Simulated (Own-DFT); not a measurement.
# Computed records: Si$_{2}$SnGe$_{5}$ (diamond-structure random alloy, strained, atoms displaced)

All values are calculated (Own-DFT development build). A calculation, not a measurement: plane-wave density functional theory by an unreviewed code, no spin, of a simulated periodic cell, stress positive in tension, run twice, with PBE and with PBEsol, both on files made for PBE, so the change isn't that of files made for PBEsol, forces on such cells moved up to 12 meV/angstrom on a denser k mesh; the far tail of each file's local potential was reset to the Coulomb form; each entry is a single point on an unrelaxed cell, so the pressure reflects the starting lattice, mostly measured values (interpolated for alloys), from which strain is counted, and rises with the displacements; printed positions are rounded, which can move forces by about a meV/angstrom; the program, named Own-DFT, is a retired in-house code; no spin-orbit coupling; stress was not checked against mesh or cutoff.

Settings shared by all entries: functional PBE, then PBEsol; potential files PseudoDojo norm-conserving, scalar-relativistic, standard set; wave cutoff 49 hartree; occupations Fermi-Dirac; smearing width 0.1 eV; k mesh 3 x 3 x 3 centred on Gamma.

(1) 
```cif
# cell vector a (Å): 11.2961 0.0000 0.0000
# cell vector b (Å): 0.0000 11.2961 0.0000
# cell vector c (Å): 0.0000 0.0000 11.4103
data_Si2SnGe5
_symmetry_space_group_name_H-M 'P 1'
_symmetry_Int_Tables_number 1
_cell_length_a 11.2961
_cell_length_b 11.2961
_cell_length_c 11.4103
_cell_angle_alpha 90.000
_cell_angle_beta 90.000
_cell_angle_gamma 90.000
_cell_volume 1455.98
loop_
_atom_site_label
_atom_site_type_symbol
_atom_site_fract_x
_atom_site_fract_y
_atom_site_fract_z
_atom_site_occupancy
Ge1 Ge 0.00071 0.00192 0.99171 1
Si1 Si 0.00073 0.25179 0.25060 1
Sn1 Sn 0.24681 0.99982 0.24925 1
Ge2 Ge 0.24576 0.24786 0.99919 1
Ge3 Ge 0.11987 0.12448 0.12672 1
Ge4 Ge 0.12440 0.37750 0.37486 1
Ge5 Ge 0.37590 0.12487 0.37539 1
Ge6 Ge 0.36544 0.37337 0.12283 1
Si2 Si 0.00150 0.00681 0.50504 1
Sn2 Sn 0.99801 0.24554 0.75369 1
Ge7 Ge 0.25101 0.99321 0.75933 1
Ge8 Ge 0.24634 0.24675 0.48975 1
Sn3 Sn 0.13069 0.12369 0.62072 1
Ge9 Ge 0.12705 0.37712 0.87365 1
Sn4 Sn 0.37584 0.11836 0.86767 1
Ge10 Ge 0.37699 0.36992 0.62754 1
Si3 Si 0.99813 0.50317 0.00506 1
Si4 Si 0.99837 0.75230 0.24541 1
Ge11 Ge 0.24666 0.50062 0.25466 1
Si5 Si 0.24294 0.74344 0.00347 1
Ge12 Ge 0.12626 0.62181 0.12918 1
Ge13 Ge 0.12402 0.87246 0.38594 1
Si6 Si 0.37862 0.61863 0.37818 1
Ge14 Ge 0.36143 0.87977 0.12721 1
Ge15 Ge 0.99772 0.50061 0.48362 1
Ge16 Ge 0.99390 0.74552 0.74783 1
Sn5 Sn 0.25381 0.50147 0.74087 1
Si7 Si 0.24844 0.74835 0.49886 1
Sn6 Sn 0.12758 0.62092 0.62037 1
Ge17 Ge 0.12855 0.87719 0.87802 1
Ge18 Ge 0.37423 0.62530 0.88219 1
Ge19 Ge 0.38118 0.87212 0.62451 1
Si8 Si 0.49928 0.99666 0.00099 1
Ge20 Ge 0.49732 0.24979 0.25248 1
Ge21 Ge 0.74512 0.00258 0.25327 1
Ge22 Ge 0.76431 0.25020 0.00784 1
Ge23 Ge 0.62009 0.11541 0.12249 1
Ge24 Ge 0.61774 0.37319 0.37482 1
Ge25 Ge 0.88267 0.12800 0.37528 1
Ge26 Ge 0.86963 0.37422 0.12684 1
Si9 Si 0.49546 0.00073 0.49814 1
Ge27 Ge 0.49352 0.24519 0.74385 1
Ge28 Ge 0.74875 0.00045 0.75953 1
Ge29 Ge 0.73937 0.24761 0.49214 1
Ge30 Ge 0.63627 0.12549 0.62473 1
Ge31 Ge 0.61973 0.36893 0.87631 1
Ge32 Ge 0.86770 0.13624 0.88011 1
Si10 Si 0.86669 0.37399 0.62998 1
Si11 Si 0.49763 0.50502 0.99673 1
Sn7 Sn 0.49860 0.75234 0.25435 1
Si12 Si 0.74959 0.50286 0.25046 1
Ge33 Ge 0.74710 0.75570 0.99086 1
Sn8 Sn 0.62604 0.62562 0.11992 1
Ge34 Ge 0.62200 0.87698 0.37745 1
Ge35 Ge 0.87807 0.62337 0.37444 1
Ge36 Ge 0.86589 0.88081 0.12432 1
Ge37 Ge 0.50217 0.50051 0.50631 1
Ge38 Ge 0.49791 0.74645 0.75131 1
Ge39 Ge 0.74759 0.49646 0.74677 1
Si13 Si 0.75004 0.75323 0.50039 1
Ge40 Ge 0.62676 0.62848 0.62586 1
Si14 Si 0.62414 0.87569 0.86731 1
Si15 Si 0.87808 0.62456 0.88239 1
Si16 Si 0.88050 0.87651 0.62533 1
_calc_PBE_pressure 6.27  # GPa
_calc_PBE_stress_xx -6.42  # GPa
_calc_PBE_stress_yy -6.51  # GPa
_calc_PBE_stress_zz -5.87  # GPa
_calc_PBE_stress_yz 0.31  # GPa
_calc_PBE_stress_xz -0.08  # GPa
_calc_PBE_stress_xy 0.37  # GPa
_calc_PBEsol_pressure 3.54  # GPa
_calc_PBEsol_stress_xx -3.7  # GPa
_calc_PBEsol_stress_yy -3.78  # GPa
_calc_PBEsol_stress_zz -3.14  # GPa
_calc_PBEsol_stress_yz 0.3  # GPa
_calc_PBEsol_stress_xz -0.09  # GPa
_calc_PBEsol_stress_xy 0.35  # GPa
_calc_rms_change_of_force_components_from_PBE_to_PBEsol 0.052  # eV/angstrom
```

Force:
```csv
force element,PBE force x (eV/Å),PBE force y (eV/Å),PBE force z (eV/Å),PBEsol force x (eV/Å),PBEsol force y (eV/Å),PBEsol force z (eV/Å)
Ge,-0.771,0.211,0.926,-0.745,0.214,0.902
Si,0.025,0.216,-0.328,0.022,0.208,-0.323
Sn,-1.21,0.762,1.668,-1.168,0.742,1.613
Ge,-0.55,0.3,0.389,-0.538,0.303,0.38
Ge,-1.143,1.227,-0.955,-1.068,1.156,-0.966
Ge,-0.317,-0.833,-0.816,-0.277,-0.766,-0.763
Ge,0.855,0.306,0.547,0.786,0.343,0.493
Ge,0.933,0.56,0.02,0.869,0.512,0.048
Si,-1.55,-2.153,-1.243,-1.483,-2.068,-1.264
Sn,-0.623,1.816,-0.278,-0.571,1.735,-0.222
Ge,-0.532,-1.946,-2.313,-0.515,-1.882,-2.238
Ge,1.593,1.59,-0.149,1.55,1.54,-0.142
Sn,1.076,-1.066,0.591,1.093,-0.988,0.618
Ge,-0.501,0.579,1.896,-0.455,0.518,1.818
Sn,0.588,0.784,2.199,0.523,0.799,2.089
Ge,0.546,-0.887,-2.142,0.545,-0.854,-2.069
Si,0.169,-0.454,-0.372,0.209,-0.491,-0.321
Si,-0.084,0.197,0.419,-0.08,0.19,0.41
Ge,0.952,0.048,-0.005,0.881,0.007,-0.04
Si,0.483,0.748,-0.088,0.473,0.734,-0.085
Ge,-0.86,0.486,-0.122,-0.799,0.431,-0.076
Ge,-1.271,-0.488,-0.187,-1.208,-0.438,-0.218
Si,-1.383,-0.05,0.976,-1.322,-0.086,0.931
Ge,1.836,-1.877,-2.955,1.782,-1.813,-2.803
Ge,-0.863,-1.423,1.932,-0.805,-1.351,1.838
Ge,-0.16,0.844,1.073,-0.097,0.813,1.036
Sn,1.734,-1.557,3.147,1.689,-1.534,3.067
Si,1.903,0.543,-0.813,1.833,0.57,-0.771
Sn,-2.862,2.063,-2.103,-2.825,1.971,-2.009
Ge,-0.795,-1.669,0.01,-0.792,-1.563,-0.019
Ge,0.161,0.774,0.316,0.158,0.755,0.228
Ge,-0.906,0.067,-0.427,-0.881,0.05,-0.342
Si,0.506,-1.437,0.073,0.461,-1.38,0.111
Ge,-0.135,-0.101,-1.038,-0.14,-0.101,-0.989
Ge,0.474,0.107,0.302,0.451,0.098,0.272
Ge,-3.121,-0.102,0.013,-3.007,-0.104,-0.002
Ge,0.339,1.132,0.145,0.377,1.125,0.199
Ge,0.57,1.024,-0.541,0.525,0.948,-0.488
Ge,-0.499,-0.138,-0.048,-0.555,-0.134,-0.045
Ge,1.438,1.276,1.288,1.362,1.188,1.204
Si,0.89,0.263,0.788,0.872,0.256,0.772
Ge,2.332,0.695,-0.689,2.257,0.684,-0.675
Ge,0.695,-0.158,-0.916,0.681,-0.07,-0.899
Ge,1.702,0.632,0.576,1.617,0.585,0.548
Ge,-1.672,-0.833,-0.04,-1.605,-0.774,-0.02
Ge,0.124,0.311,0.181,0.147,0.283,0.134
Ge,-0.026,-2.624,0.236,-0.016,-2.548,0.242
Si,-0.007,0.363,-2.114,-0.015,0.355,-2.071
Si,-0.723,-2,-0.243,-0.714,-1.96,-0.248
Sn,-1.648,0.379,0.071,-1.559,0.416,0.032
Si,0.434,-1.147,0.932,0.431,-1.127,0.915
Ge,1.025,0.469,-0.726,0.997,0.455,-0.638
Sn,0.836,-0.835,-0.575,0.817,-0.723,-0.558
Ge,1.12,0.976,1.558,1.083,0.947,1.437
Ge,-1.148,1.327,-1.121,-1.062,1.239,-1.051
Ge,0.964,-0.399,-0.199,0.902,-0.362,-0.222
Ge,-0.363,-0.138,-0.319,-0.324,-0.174,-0.276
Ge,0.405,0.335,0.285,0.363,0.299,0.231
Ge,0.252,0.484,1.084,0.177,0.48,1.053
Si,0.469,0.217,0.22,0.417,0.176,0.182
Ge,0.407,0.137,-0.129,0.348,0.086,-0.088
Si,-0.856,-0.013,0.911,-0.806,-0.045,0.861
Si,-0.468,-0.204,-0.609,-0.499,-0.149,-0.635
Si,-0.793,0.284,-0.169,-0.768,0.27,-0.091
```

(2) 
```cif
# cell vector a (Å): 11.2961 0.0000 0.0000
# cell vector b (Å): 0.0000 11.2961 0.0000
# cell vector c (Å): 0.0000 0.0000 11.4103
data_Si2SnGe5
_symmetry_space_group_name_H-M 'P 1'
_symmetry_Int_Tables_number 1
_cell_length_a 11.2961
_cell_length_b 11.2961
_cell_length_c 11.4103
_cell_angle_alpha 90.000
_cell_angle_beta 90.000
_cell_angle_gamma 90.000
_cell_volume 1455.98
loop_
_atom_site_label
_atom_site_type_symbol
_atom_site_fract_x
_atom_site_fract_y
_atom_site_fract_z
_atom_site_occupancy
Ge1 Ge 0.99795 0.99289 0.99820 1
Ge2 Ge 0.00653 0.24141 0.25195 1
Ge3 Ge 0.24360 0.00894 0.24859 1
Ge4 Ge 0.24813 0.24958 0.01002 1
Si1 Si 0.12789 0.12608 0.11814 1
Ge5 Ge 0.12651 0.37142 0.37443 1
Ge6 Ge 0.37729 0.13374 0.37506 1
Si2 Si 0.37170 0.37237 0.12321 1
Sn1 Sn 0.00126 0.00130 0.49651 1
Si3 Si 0.99976 0.25095 0.74919 1
Ge7 Ge 0.23880 0.00278 0.75304 1
Ge8 Ge 0.25800 0.25172 0.49929 1
Ge9 Ge 0.12954 0.11693 0.61741 1
Ge10 Ge 0.12732 0.37321 0.87908 1
Sn2 Sn 0.37601 0.12254 0.88331 1
Si4 Si 0.38458 0.38041 0.62891 1
Si5 Si 0.00218 0.50028 0.00480 1
Ge11 Ge 0.00019 0.74755 0.25034 1
Ge12 Ge 0.24531 0.49880 0.25098 1
Si6 Si 0.25009 0.75327 0.99469 1
Ge13 Ge 0.12690 0.61543 0.12837 1
Si7 Si 0.12158 0.87473 0.38015 1
Ge14 Ge 0.37297 0.62421 0.38146 1
Si8 Si 0.37019 0.87848 0.12515 1
Ge15 Ge 0.00054 0.49159 0.50122 1
Ge16 Ge 0.00104 0.75082 0.74929 1
Sn3 Sn 0.24660 0.49930 0.74280 1
Ge17 Ge 0.25110 0.74352 0.50186 1
Si9 Si 0.12448 0.62265 0.62451 1
Si10 Si 0.11744 0.87527 0.87340 1
Ge18 Ge 0.37815 0.62553 0.87734 1
Ge19 Ge 0.37478 0.87237 0.62058 1
Si11 Si 0.49535 0.00378 0.00248 1
Si12 Si 0.49483 0.26090 0.25771 1
Si13 Si 0.75340 0.99834 0.25353 1
Ge20 Ge 0.74671 0.24807 0.99554 1
Ge21 Ge 0.62388 0.12102 0.12435 1
Ge22 Ge 0.62283 0.37318 0.36866 1
Ge23 Ge 0.87791 0.12677 0.37865 1
Ge24 Ge 0.88516 0.37506 0.13536 1
Si14 Si 0.49315 0.00235 0.49729 1
Ge25 Ge 0.49850 0.25532 0.74746 1
Ge26 Ge 0.75072 0.99791 0.75467 1
Sn4 Sn 0.75662 0.24884 0.50229 1
Ge27 Ge 0.62577 0.12100 0.62074 1
Sn5 Sn 0.62898 0.37341 0.87718 1
Ge28 Ge 0.88113 0.12343 0.87168 1
Ge29 Ge 0.88155 0.37258 0.62969 1
Sn6 Sn 0.49662 0.50801 0.00405 1
Ge30 Ge 0.49321 0.75963 0.24667 1
Ge31 Ge 0.74280 0.51244 0.24846 1
Sn7 Sn 0.75042 0.74898 0.00076 1
Ge32 Ge 0.63061 0.62652 0.12904 1
Ge33 Ge 0.62961 0.87032 0.37732 1
Ge34 Ge 0.87429 0.62038 0.37830 1
Ge35 Ge 0.88281 0.87313 0.12105 1
Ge36 Ge 0.50427 0.50189 0.49929 1
Ge37 Ge 0.49789 0.74695 0.75151 1
Sn8 Sn 0.75404 0.50718 0.75294 1
Si15 Si 0.74979 0.75529 0.49532 1
Ge38 Ge 0.62758 0.62149 0.62196 1
Ge39 Ge 0.61952 0.87586 0.86925 1
Si16 Si 0.87999 0.62288 0.87112 1
Ge40 Ge 0.87454 0.87783 0.62674 1
_calc_PBE_pressure 6.22  # GPa
_calc_PBE_stress_xx -6.56  # GPa
_calc_PBE_stress_yy -6.36  # GPa
_calc_PBE_stress_zz -5.75  # GPa
_calc_PBE_stress_yz 1.08  # GPa
_calc_PBE_stress_xz -1.07  # GPa
_calc_PBE_stress_xy 0.25  # GPa
_calc_PBEsol_pressure 3.51  # GPa
_calc_PBEsol_stress_xx -3.83  # GPa
_calc_PBEsol_stress_yy -3.65  # GPa
_calc_PBEsol_stress_zz -3.03  # GPa
_calc_PBEsol_stress_yz 1.03  # GPa
_calc_PBEsol_stress_xz -1.03  # GPa
_calc_PBEsol_stress_xy 0.25  # GPa
_calc_rms_change_of_force_components_from_PBE_to_PBEsol 0.049  # eV/angstrom
```

Force:
```csv
force element,PBE force x (eV/Å),PBE force y (eV/Å),PBE force z (eV/Å),PBEsol force x (eV/Å),PBEsol force y (eV/Å),PBEsol force z (eV/Å)
Ge,1.002,1.165,-0.112,0.903,1.128,-0.104
Ge,0.114,0.022,-0.338,0.073,0.071,-0.284
Ge,0.328,-0.877,0.341,0.346,-0.82,0.362
Ge,-0.379,0.935,-0.063,-0.367,0.915,-0.14
Si,-1.071,-0.691,0.447,-1.043,-0.676,0.439
Ge,0.115,-0.132,0.203,0.113,-0.129,0.195
Ge,0.169,-0.859,-0.429,0.089,-0.821,-0.401
Si,-0.382,-0.128,1.761,-0.416,-0.095,1.683
Sn,-0.54,-0.94,0.334,-0.573,-0.851,0.383
Si,1.124,-0.678,0.067,1.099,-0.661,0.065
Ge,0.408,-1.46,-0.372,0.412,-1.375,-0.404
Ge,-0.151,0.664,1.056,-0.176,0.605,0.976
Ge,0.708,2.779,1.691,0.714,2.664,1.625
Ge,-1.387,-0.641,0.691,-1.287,-0.626,0.673
Sn,-0.801,0.947,-1.543,-0.837,0.978,-1.553
Si,0.191,-0.976,-1.679,0.196,-0.96,-1.651
Si,-0.378,-0.197,-0.776,-0.335,-0.228,-0.715
Ge,0.549,0.006,0.392,0.5,-0.024,0.342
Ge,1.31,-0.662,0.25,1.222,-0.614,0.269
Si,-0.322,0.106,0.554,-0.309,0.034,0.538
Ge,-0.16,1.579,-1.073,-0.147,1.522,-0.964
Si,1.74,-1.581,-1.815,1.709,-1.555,-1.782
Ge,0.358,-0.09,-1.201,0.344,-0.086,-1.148
Si,-0.375,0.413,-0.74,-0.364,0.404,-0.653
Ge,0.424,0.734,0.052,0.38,0.674,0.023
Ge,0.038,-0.515,-0.07,0,-0.461,-0.104
Sn,0.708,-0.108,1.013,0.697,-0.116,1.079
Ge,-1.062,0.742,0.003,-0.958,0.719,0.001
Si,-1.517,1.335,-1.358,-1.491,1.313,-1.336
Si,0.931,-0.5,0.205,0.868,-0.451,0.16
Ge,-1.765,2.059,-0.897,-1.663,1.977,-0.905
Ge,-0.238,0.566,0.636,-0.258,0.497,0.644
Si,1.628,-2.436,1.552,1.638,-2.351,1.49
Si,-0.042,-0.931,-1.802,-0.011,-0.942,-1.715
Si,0.12,0.028,-0.407,0.119,0.026,-0.396
Ge,2.392,-1.535,2.267,2.308,-1.495,2.192
Ge,-0.12,0.378,0.91,-0.082,0.402,0.844
Ge,0.177,1.183,0.113,0.208,1.203,0.154
Ge,-0.497,-0.501,-3.05,-0.441,-0.458,-2.923
Ge,-1.111,0.256,-0.869,-1.093,0.221,-0.815
Si,0.822,-0.384,-0.05,0.8,-0.372,-0.046
Ge,0.068,-1,-1.193,0.106,-0.997,-1.114
Ge,-0.233,0.362,-0.486,-0.222,0.347,-0.477
Sn,-1.116,0.924,-0.18,-1.076,0.891,-0.172
Ge,-1.374,-0.896,1.068,-1.292,-0.836,1.069
Sn,-1.255,-0.613,-0.319,-1.217,-0.604,-0.313
Ge,-0.363,0.378,0.182,-0.399,0.32,0.208
Ge,0.941,0.338,0.437,0.881,0.365,0.373
Sn,-0.09,-0.815,1.566,-0.047,-0.747,1.473
Ge,0.371,-0.798,0.433,0.409,-0.814,0.463
Ge,1.346,-2.012,0.977,1.3,-1.942,0.95
Sn,0.391,0.287,-1.317,0.345,0.31,-1.236
Ge,-1.764,1.055,1.071,-1.701,1.015,1.041
Ge,-0.877,1.289,-0.434,-0.887,1.228,-0.459
Ge,-0.152,0.703,0.22,-0.128,0.65,0.169
Ge,-0.373,0.874,1.993,-0.332,0.82,1.901
Ge,-0.312,-0.668,-0.06,-0.276,-0.611,-0.081
Ge,0.207,0.152,-0.892,0.201,0.147,-0.856
Sn,1.006,-0.07,-1.469,0.918,-0.123,-1.487
Si,0.547,-0.986,1.112,0.532,-0.964,1.088
Ge,-0.57,2.101,-1.07,-0.587,2.002,-1.012
Ge,-0.69,0.768,0.58,-0.636,0.713,0.527
Si,2.311,0.757,1.568,2.238,0.779,1.5
Ge,-1.077,-1.201,0.321,-1.017,-1.132,0.346
```
